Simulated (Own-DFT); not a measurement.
# Computed records: InAs (zincblende, strongly disordered by large displacements), GaP (zincblende, strongly disordered by large displacements)

A calculation, not a measurement: plane-wave PBE density functional theory by an unreviewed code, no spin, of a simulated periodic cell, stress positive in tension, free energy of the whole cell less one offset for each atom, forces on such cells passed a denser k mesh, this cell's mesh not checked; broken bonds can close the gap or carry spin, so checks made on this kind of crystal may not hold here; offsets are fitted by least squares, one for each functional and potential file, so energies compare only between cells with the same atoms and settings and are not formation energies; the far tail of each file's local potential was reset to the Coulomb form; each entry is a single point on an unrelaxed cell, so the pressure reflects the starting lattice, mostly measured values (interpolated for alloys), from which strain is counted, and rises with the displacements; printed positions are rounded, which can move forces by about a meV/angstrom; the program, named Own-DFT, is a retired in-house code; no spin-orbit coupling. Program: Own-DFT development build.

Settings shared by all entries: functional PBE; potential files PseudoDojo norm-conserving, scalar-relativistic, standard set; wave cutoff 42 hartree; occupations Fermi-Dirac; smearing width 0.1 eV; k mesh 3 x 3 x 3 centred on Gamma.

(1) InAs (zincblende, strongly disordered by large displacements)

```
InAs
1.0
     12.1166     0.0000     0.0000
      0.0000    12.1166     0.0000
      0.0000     0.0000    12.1166
In As In As In As In As In As In As In As In As
4 4 4 4 4 4 4 4 4 4 4 4 4 4 4 4
Direct
  0.03816 0.01956 0.01481
  0.00315 0.22989 0.25308
  0.23406 0.96558 0.21372
  0.24713 0.21010 0.97353
  0.16765 0.11515 0.12445
  0.10954 0.38972 0.37828
  0.31942 0.15347 0.38478
  0.37519 0.34322 0.12416
  0.02729 0.97358 0.52979
  0.02780 0.24727 0.75978
  0.19704 0.01650 0.77163
  0.26864 0.30246 0.48514
  0.11070 0.15801 0.58497
  0.10864 0.39067 0.85837
  0.36760 0.08469 0.90328
  0.39940 0.37622 0.59145
  0.01068 0.49228 0.97995
  0.00761 0.71499 0.26091
  0.25174 0.48377 0.27161
  0.27128 0.71237 0.97531
  0.08699 0.61044 0.10400
  0.14045 0.90213 0.36001
  0.35571 0.62905 0.32869
  0.36536 0.87403 0.11778
  0.97782 0.52442 0.49076
  0.00234 0.74981 0.74711
  0.19856 0.51108 0.74614
  0.25019 0.76209 0.47595
  0.13879 0.66589 0.63274
  0.10997 0.88174 0.87561
  0.37736 0.61634 0.85406
  0.33159 0.90792 0.63800
  0.49323 0.97899 0.03631
  0.55994 0.26323 0.21247
  0.75949 0.01831 0.20606
  0.75354 0.24319 0.96907
  0.62346 0.09376 0.10368
  0.59163 0.36812 0.36469
  0.87879 0.13262 0.35433
  0.90506 0.32918 0.11138
  0.50408 0.98789 0.51649
  0.51457 0.23014 0.75989
  0.79342 0.95966 0.81352
  0.74255 0.25865 0.48759
  0.63537 0.06841 0.62352
  0.57450 0.36823 0.88941
  0.89910 0.14249 0.90701
  0.81845 0.39398 0.59295
  0.47823 0.51913 0.99454
  0.52783 0.75540 0.26501
  0.74292 0.53195 0.22654
  0.71746 0.78896 0.96248
  0.61703 0.65351 0.13733
  0.62035 0.88643 0.36999
  0.88631 0.60259 0.34691
  0.86819 0.88695 0.13177
  0.50056 0.51765 0.52374
  0.48948 0.74513 0.77768
  0.74943 0.51276 0.75251
  0.76604 0.72109 0.50472
  0.63971 0.61878 0.59213
  0.60967 0.92563 0.84666
  0.88229 0.60713 0.84535
  0.90858 0.86221 0.62442
```

- hardware: one NVIDIA H200
- free energy of cell above offsets: 15.538 eV
- pressure: 11.88 GPa
- stress xx: -12.23 GPa
- stress yy: -12.22 GPa
- stress zz: -11.2 GPa
- stress yz: -1.15 GPa
- stress xz: 0.94 GPa
- stress xy: -2.04 GPa
- wall time: 1184 s

Force:
```
element  x (eV/Å)  y (eV/Å)  z (eV/Å)
     In    -2.987    -1.965     -0.12
     In     4.016     1.213    -0.755
     In     1.466     0.707     1.208
     In    -0.694     5.068     0.076
     As    -2.227     4.455     2.025
     As    -1.519    -0.704     0.456
     As     2.069    -4.678    -2.782
     As     -0.65      1.21    -0.391
     In     1.474     2.663    -2.618
     In    -2.348    -2.254    -2.128
     In     1.935     2.536    -2.558
     In    -3.999     0.605    -0.406
     As     0.712     0.224     0.972
     As     2.609    -3.217     1.269
     As     2.374     -1.22     -3.74
     As     0.845        -1     5.925
     In    -4.594    -0.623     1.312
     In     2.383     4.845    -1.748
     In    -1.073     -2.46     -3.19
     In    -3.839     3.207     3.715
     As      4.03     2.171     1.573
     As     -3.36    -2.574     3.079
     As     2.719     3.283     2.642
     As     0.259    -6.328     0.151
     In     2.339    -2.333     4.138
     In     0.106    -0.894     3.034
     In     3.267     1.088    -2.506
     In     1.227     0.057     0.169
     As      0.46    -1.276    -2.604
     As    -0.636    -3.184     2.041
     As    -1.385    -4.172      -2.3
     As     1.212    -1.439    -0.713
     In     0.453    -0.094    -3.269
     In    -1.585    -1.785    -2.497
     In      0.83     0.919     4.936
     In    -3.863     2.544     1.828
     As     0.281     5.159    -1.042
     As     1.597     2.519     2.637
     As    -2.862    -2.765     3.165
     As    -1.795     2.672    -2.011
     In    -4.076    -1.045    -2.084
     In    -1.036    -2.317    -2.055
     In     4.544     1.895    -1.945
     In    -1.714    -3.659    -2.375
     As     3.382     3.561     2.873
     As     3.065     0.827     0.354
     As     2.601    -2.455    -2.406
     As     2.992     2.351     2.275
     In     0.651    -1.219     3.473
     In    -4.273     0.718     1.368
     In      0.05    -3.592     0.099
     In     1.495    -1.886     2.276
     As     0.731    -1.493     -5.79
     As     2.354     1.513     1.597
     As    -4.088     0.488     0.445
     As     3.276    -3.852     -2.62
     In    -1.794      0.69    -4.073
     In     2.504     3.985    -3.449
     In    -3.479    -2.595    -1.357
     In     3.097     3.911    -3.115
     As    -0.755     0.455     4.976
     As    -4.844    -0.736     0.024
     As     1.458     2.551     2.916
     As     -5.39    -0.273     -0.38
```

(2) InAs (zincblende, strongly disordered by large displacements)

```
InAs
1.0
     12.1166     0.0000     0.0000
      0.0000    12.1166     0.0000
      0.0000     0.0000    12.1166
In As In As In As In As In As In As In As In As
4 4 4 4 4 4 4 4 4 4 4 4 4 4 4 4
Direct
  0.99407 0.01031 0.00124
  0.93262 0.26405 0.24641
  0.23294 0.99508 0.28175
  0.23934 0.31076 0.00205
  0.14478 0.12111 0.10276
  0.14081 0.33763 0.37229
  0.35234 0.10582 0.40172
  0.37953 0.33266 0.14011
  0.00470 0.97188 0.52049
  0.00112 0.26261 0.76438
  0.25661 0.99115 0.75401
  0.27826 0.26285 0.47265
  0.14667 0.10934 0.66089
  0.11746 0.36645 0.86304
  0.38345 0.14660 0.85289
  0.41231 0.39519 0.65037
  0.04488 0.50799 0.95925
  0.97374 0.73763 0.25696
  0.23596 0.50692 0.23701
  0.26436 0.72284 0.01783
  0.09969 0.61687 0.10179
  0.09883 0.83979 0.37041
  0.36584 0.59050 0.37530
  0.38585 0.89845 0.11191
  0.99251 0.50588 0.55662
  0.04549 0.72472 0.75014
  0.20876 0.49603 0.72347
  0.22899 0.77452 0.53104
  0.14354 0.63250 0.61257
  0.15022 0.84309 0.85112
  0.42636 0.64828 0.91392
  0.34383 0.86276 0.65022
  0.53511 0.99183 0.97678
  0.51930 0.24295 0.23528
  0.71967 0.99005 0.24501
  0.68145 0.24564 0.02478
  0.62590 0.11692 0.14647
  0.63698 0.39305 0.37091
  0.84718 0.06984 0.35165
  0.89700 0.39757 0.12368
  0.51943 0.04267 0.47314
  0.53430 0.29236 0.74763
  0.70879 0.99230 0.76761
  0.72189 0.28011 0.49890
  0.64999 0.11456 0.64219
  0.66422 0.35893 0.87629
  0.85583 0.13429 0.85616
  0.90104 0.35943 0.62985
  0.51669 0.48481 0.96771
  0.46327 0.71675 0.23906
  0.76181 0.52011 0.15952
  0.76529 0.76502 0.95907
  0.59116 0.62109 0.14072
  0.66586 0.86701 0.37876
  0.84705 0.64809 0.37590
  0.84980 0.90744 0.13815
  0.54628 0.43379 0.52799
  0.51004 0.75240 0.74512
  0.74967 0.47276 0.72211
  0.71785 0.66519 0.51077
  0.61857 0.60496 0.65909
  0.61460 0.86384 0.86663
  0.87094 0.62111 0.89671
  0.87858 0.91375 0.64655
```

- hardware: one NVIDIA H200
- free energy of cell above offsets: 24.059 eV
- pressure: 13.09 GPa
- stress xx: -12.65 GPa
- stress yy: -13.26 GPa
- stress zz: -13.37 GPa
- stress yz: 1.39 GPa
- stress xz: -0.22 GPa
- stress xy: 2.21 GPa
- wall time: 1197 s

Force:
```
element  x (eV/Å)  y (eV/Å)  z (eV/Å)
     In    -0.254    -0.159    -0.739
     In     1.563    -4.616     3.689
     In    -0.728    -0.816    -2.403
     In     1.391     -3.23     1.037
     As    -0.139     0.532      0.67
     As    -4.129     2.826    -2.498
     As     0.945    -1.317    -1.815
     As    -1.141     3.464    -0.926
     In     2.117     2.077    -2.447
     In    -1.405     -5.58    -1.217
     In     1.233     1.505     4.344
     In     1.154     1.663     4.806
     As    -3.333     3.639    -3.467
     As     3.063     0.287    -1.208
     As     0.522    -0.269     0.933
     As    -7.403     1.099     0.072
     In    -3.847     1.265     0.032
     In    -0.403      0.68    -3.214
     In     -0.25    -1.335     0.211
     In    -0.379     1.883    -0.222
     As     1.479     2.313         4
     As     2.163     2.017     1.434
     As     0.103     0.714     1.558
     As      -0.9    -1.019     1.192
     In     1.108     2.315    -3.889
     In    -5.301     0.079     0.747
     In     3.493    -2.779     1.948
     In      1.07     1.332    -5.642
     As    -1.929    -2.431    -2.185
     As      1.16     2.114      4.49
     As    -1.255     0.813    -1.382
     As     5.605    -1.074    -0.822
     In    -3.685     3.918      2.72
     In    -0.999     1.418      4.31
     In    -2.954     -1.39    -0.508
     In     3.458      0.48    -0.395
     As    -1.599    -2.713    -2.052
     As      0.73      0.84    -6.605
     As      4.67     4.188     3.966
     As     1.822     0.374    -4.531
     In     3.045    -2.337     1.405
     In     0.314    -5.134     0.587
     In     4.577     0.095     0.254
     In     3.072    -3.901     2.217
     As    -2.482     4.379    -4.127
     As     0.941     2.846    -0.372
     As    -0.231     -0.53     1.704
     As    -3.289    -1.848    -1.262
     In     0.372    -1.738     1.843
     In    -2.312     3.453     2.108
     In    -1.994     2.257     1.926
     In    -0.386     2.105      3.39
     As     2.736    -1.608    -3.423
     As    -2.688    -2.316     3.376
     As     1.226    -2.918    -0.729
     As     3.797    -3.568    -3.777
     In    -0.503     2.836     0.255
     In    -3.109    -0.275    -1.396
     In     2.283    -0.246     1.496
     In    -0.043     2.802    -0.798
     As     -2.42    -0.302     0.887
     As     0.666    -3.394     0.544
     As     1.859    -3.083    -2.812
     As    -2.251    -2.683     2.716
```

(3) InAs (zincblende, strongly disordered by large displacements)

```
InAs
1.0
     12.1166     0.0000     0.0000
      0.0000    12.1166     0.0000
      0.0000     0.0000    12.1166
In As In As In As In As In As In As In As In As
4 4 4 4 4 4 4 4 4 4 4 4 4 4 4 4
Direct
  0.96192 0.02558 0.01540
  0.98714 0.23654 0.23085
  0.23105 0.00602 0.28273
  0.27483 0.19780 0.03132
  0.08706 0.11310 0.10282
  0.15395 0.38798 0.36604
  0.39911 0.16999 0.35084
  0.31651 0.35793 0.12943
  0.99842 0.01166 0.44489
  0.95703 0.23081 0.73875
  0.23917 0.96757 0.68280
  0.21534 0.21396 0.48344
  0.13995 0.10230 0.65957
  0.13836 0.33351 0.88312
  0.35160 0.08053 0.82587
  0.32573 0.35848 0.67119
  0.99407 0.53626 0.00511
  0.06337 0.76335 0.25528
  0.22578 0.49578 0.25763
  0.20693 0.74138 0.01316
  0.12168 0.66350 0.13214
  0.07622 0.82734 0.40950
  0.37243 0.63299 0.29415
  0.35800 0.85890 0.16142
  0.98530 0.50167 0.48693
  0.05928 0.76158 0.69651
  0.26669 0.54550 0.71485
  0.35606 0.74021 0.53966
  0.07861 0.55686 0.61898
  0.11184 0.89026 0.87322
  0.38695 0.61614 0.84220
  0.38326 0.88791 0.65641
  0.48118 0.97937 0.95933
  0.52662 0.24935 0.26765
  0.70869 0.01832 0.24306
  0.67579 0.23162 0.00035
  0.58418 0.10554 0.14619
  0.59945 0.37889 0.34795
  0.86682 0.14397 0.36141
  0.90600 0.35517 0.11662
  0.47630 0.97843 0.54832
  0.51137 0.21197 0.78732
  0.73526 0.98425 0.69980
  0.82354 0.22068 0.50529
  0.60325 0.13819 0.66629
  0.58502 0.38889 0.87686
  0.87922 0.10263 0.81652
  0.87209 0.34702 0.60636
  0.51811 0.53180 0.02996
  0.45442 0.77816 0.27306
  0.76497 0.50659 0.23690
  0.75874 0.72845 0.01546
  0.66156 0.69660 0.14780
  0.59559 0.89557 0.39308
  0.91484 0.67799 0.37008
  0.83792 0.87774 0.14335
  0.52472 0.47350 0.46167
  0.49834 0.75780 0.73616
  0.76342 0.52774 0.78278
  0.71926 0.74612 0.47808
  0.71121 0.61850 0.65022
  0.61235 0.93969 0.83433
  0.88421 0.69149 0.90856
  0.87568 0.87197 0.65905
```

- hardware: one NVIDIA H200
- free energy of cell above offsets: 58.205 eV
- pressure: 19.52 GPa
- stress xx: -17.05 GPa
- stress yy: -19.37 GPa
- stress zz: -22.13 GPa
- stress yz: -1.18 GPa
- stress xz: 4.11 GPa
- stress xy: 0.12 GPa
- wall time: 1380 s

Force:
```
element  x (eV/Å)  y (eV/Å)  z (eV/Å)
     In    -5.876    -4.504     -4.49
     In     3.434    -0.644     2.871
     In      0.19     0.349    -0.101
     In    -0.678    -2.116    -2.687
     As     6.585     2.599     3.802
     As    -6.487    -7.235     7.297
     As    -8.784    -6.105     5.829
     As     2.401      2.08     0.575
     In     0.749    -0.147     1.904
     In     7.027     7.373    -2.332
     In    -5.559    -3.312      3.55
     In     1.156     0.502     0.434
     As    -7.246     9.068    -2.939
     As     -0.31     0.614     -0.69
     As     -0.82     1.467     2.616
     As     0.488    -2.367    -0.504
     In     0.283    -1.741    -0.101
     In    -4.231     2.687    -4.322
     In     3.571     6.599    -6.818
     In     7.817     6.872    -10.22
     As    -2.934    -13.35     1.206
     As     1.973     3.783     11.36
     As    -4.062    -9.595     2.966
     As    -6.925     6.537    -9.407
     In    -4.828    -3.204    -8.305
     In    -0.183    -0.386     0.302
     In    -2.257    -0.546    -2.202
     In    -1.484    -5.079    -3.673
     As     5.419     4.147     8.615
     As     0.327    -0.421     0.064
     As     1.713     1.526     4.034
     As     2.535    -6.012     5.543
     In    -3.303     0.119     4.319
     In     1.288    -1.707    -8.536
     In     4.682    -3.268     3.329
     In     1.537     0.509    -0.341
     As    -3.853     1.295    -5.191
     As     11.68     1.347    -3.692
     As     0.398    -5.868    -9.026
     As    -3.657     4.303    -3.626
     In     6.778     8.151    -7.743
     In    -6.599     5.485     6.865
     In     0.329     2.753    -1.445
     In    -6.604    -2.435     3.021
     As     5.798    -4.169    -10.15
     As     0.994     0.642     0.198
     As    -5.244    -8.145     6.534
     As     1.724     9.933      5.24
     In    -0.812     0.141     0.637
     In     12.44     4.097     5.872
     In     0.418    -0.109     0.046
     In    -1.387     4.277    -3.078
     As    -7.907    -3.149     9.462
     As     0.135      0.07    -0.108
     As    -2.296    -1.498     0.995
     As     1.438     1.071     0.461
     In    -6.422     7.982     9.434
     In      3.97    -2.473     2.463
     In     3.343    -6.034     8.732
     In     1.382    -0.138     0.289
     As    -4.604      6.14    -8.959
     As     0.454    -3.416     0.746
     As     8.041    -2.726    -8.323
     As     2.853    -2.617    -2.599
```

(4) GaP (zincblende, strongly disordered by large displacements)

```
GaP
1.0
     10.9010     0.0000     0.0000
      0.0000    10.9010     0.0000
      0.0000     0.0000    10.9010
Ga P Ga P Ga P Ga P Ga P Ga P Ga P Ga P
4 4 4 4 4 4 4 4 4 4 4 4 4 4 4 4
Direct
  0.01656 0.99943 0.00069
  0.99556 0.25901 0.28379
  0.26931 0.99051 0.26350
  0.25941 0.25485 0.03755
  0.14037 0.12172 0.18030
  0.08848 0.38541 0.34601
  0.39901 0.10957 0.39761
  0.36062 0.38341 0.14855
  0.98399 0.98895 0.50335
  0.98684 0.25155 0.75191
  0.24968 0.99784 0.74165
  0.25500 0.24900 0.48055
  0.14570 0.12588 0.61237
  0.13257 0.38990 0.86939
  0.37823 0.14171 0.86677
  0.37526 0.36655 0.64353
  0.00112 0.50215 0.03402
  0.99094 0.75083 0.25068
  0.22705 0.50178 0.27594
  0.28340 0.76243 0.01812
  0.11843 0.62172 0.12207
  0.09706 0.85660 0.36483
  0.41341 0.62434 0.36571
  0.39038 0.88854 0.14589
  0.00079 0.51274 0.48494
  0.02242 0.76552 0.74826
  0.26919 0.50715 0.74925
  0.25470 0.71570 0.52099
  0.10702 0.64477 0.59617
  0.13780 0.86622 0.85124
  0.37700 0.63419 0.88065
  0.39127 0.88551 0.62559
  0.52694 0.00239 0.97822
  0.50415 0.21216 0.25204
  0.73953 0.99554 0.23420
  0.72884 0.24623 0.01379
  0.64559 0.11437 0.10921
  0.61896 0.36044 0.40424
  0.86454 0.15132 0.36432
  0.85766 0.36701 0.12399
  0.49271 0.01317 0.53783
  0.53319 0.24230 0.75037
  0.74557 0.01981 0.75632
  0.73151 0.25767 0.53513
  0.61870 0.15218 0.59921
  0.61355 0.38692 0.86185
  0.87542 0.09709 0.87017
  0.87302 0.38704 0.63520
  0.51562 0.52553 0.01663
  0.47876 0.73828 0.23943
  0.73293 0.49365 0.25422
  0.74343 0.73502 0.01213
  0.61374 0.59397 0.14293
  0.59817 0.87466 0.41748
  0.86653 0.59034 0.39318
  0.89818 0.85311 0.15634
  0.48926 0.46621 0.51084
  0.49417 0.73624 0.75394
  0.76645 0.53366 0.76319
  0.76112 0.75178 0.51494
  0.63391 0.64548 0.62246
  0.60478 0.87752 0.87553
  0.86283 0.60845 0.89665
  0.87874 0.91203 0.61318
```

- hardware: one NVIDIA H100
- free energy of cell above offsets: 3.820 eV
- pressure: 11.43 GPa
- stress xx: -11.97 GPa
- stress yy: -11.72 GPa
- stress zz: -10.61 GPa
- stress yz: 0.96 GPa
- stress xz: -0.93 GPa
- stress xy: -4.6 GPa
- wall time: 591.6 s

Force:
```
element  x (eV/Å)  y (eV/Å)  z (eV/Å)
     Ga      0.37    -0.822     1.069
     Ga    -4.146    -6.406    -6.387
     Ga     -1.59    -0.261     2.714
     Ga    -1.337    -1.046    -2.236
      P    -1.254     0.957    -3.213
      P     6.311      5.94     6.387
      P    -2.821     0.997    -2.434
      P      2.57     0.606     0.653
     Ga     7.013     5.863    -7.469
     Ga     1.597    -0.093      0.13
     Ga     1.397     1.057    -0.079
     Ga    -0.227     0.762     0.382
      P    -2.542     0.004    -0.021
      P    -1.029     -1.05     1.467
      P     0.056     -1.17     1.166
      P    -0.656    -0.737    -0.832
     Ga    -1.909    -2.811    -3.404
     Ga     4.595    -9.992     4.889
     Ga     2.909     2.007    -1.853
     Ga    -2.383     -0.28    -0.775
      P     3.104     3.059     2.304
      P     4.131     2.632     3.307
      P    -5.015    -4.249     5.445
      P     1.016     0.406    -2.999
     Ga     2.647    -3.941      3.42
     Ga    -4.614    -2.321    -2.284
     Ga    -1.965     0.019     0.365
     Ga     5.709     3.932    -4.336
      P     -2.74    -2.727     4.243
      P     2.684     2.387     5.146
      P     0.119    -1.005     1.175
      P    -3.713    -4.318     2.749
     Ga    -4.549     4.497     3.136
     Ga     0.393     2.139    -0.244
     Ga       1.9    -1.813     3.281
     Ga     2.829     4.052    -4.622
      P    -4.232    -2.033     2.136
      P     0.232     0.056    -3.884
      P    -3.077    -3.568     3.045
      P     1.097     0.342     1.038
     Ga     2.541      0.03    -1.472
     Ga    -2.758     0.449     1.362
     Ga    -2.691    -2.194    -2.646
     Ga     10.08     6.903    -5.176
      P     -4.87     -8.25      5.89
      P     1.712     1.054     2.202
      P     2.115     3.478     2.925
      P     0.148     0.112    -0.156
     Ga    -5.856    -5.275    -6.738
     Ga     3.414       2.6    -1.404
     Ga     2.078     -2.79     2.654
     Ga     0.087     1.295     0.563
      P     3.329     6.767     3.622
      P     1.842     -0.53    -2.918
      P     -4.91     5.007    -3.907
      P    -8.708     8.075    -8.763
     Ga     0.381     2.694    -0.202
     Ga     1.126     1.814    -1.255
     Ga    -3.876     -3.33    -4.664
     Ga     0.895     1.475    -1.594
      P    -1.375    -2.778     1.718
      P     4.391    -4.812    -3.321
      P     4.513     3.428      3.25
      P     -6.49    -6.293     7.453
```
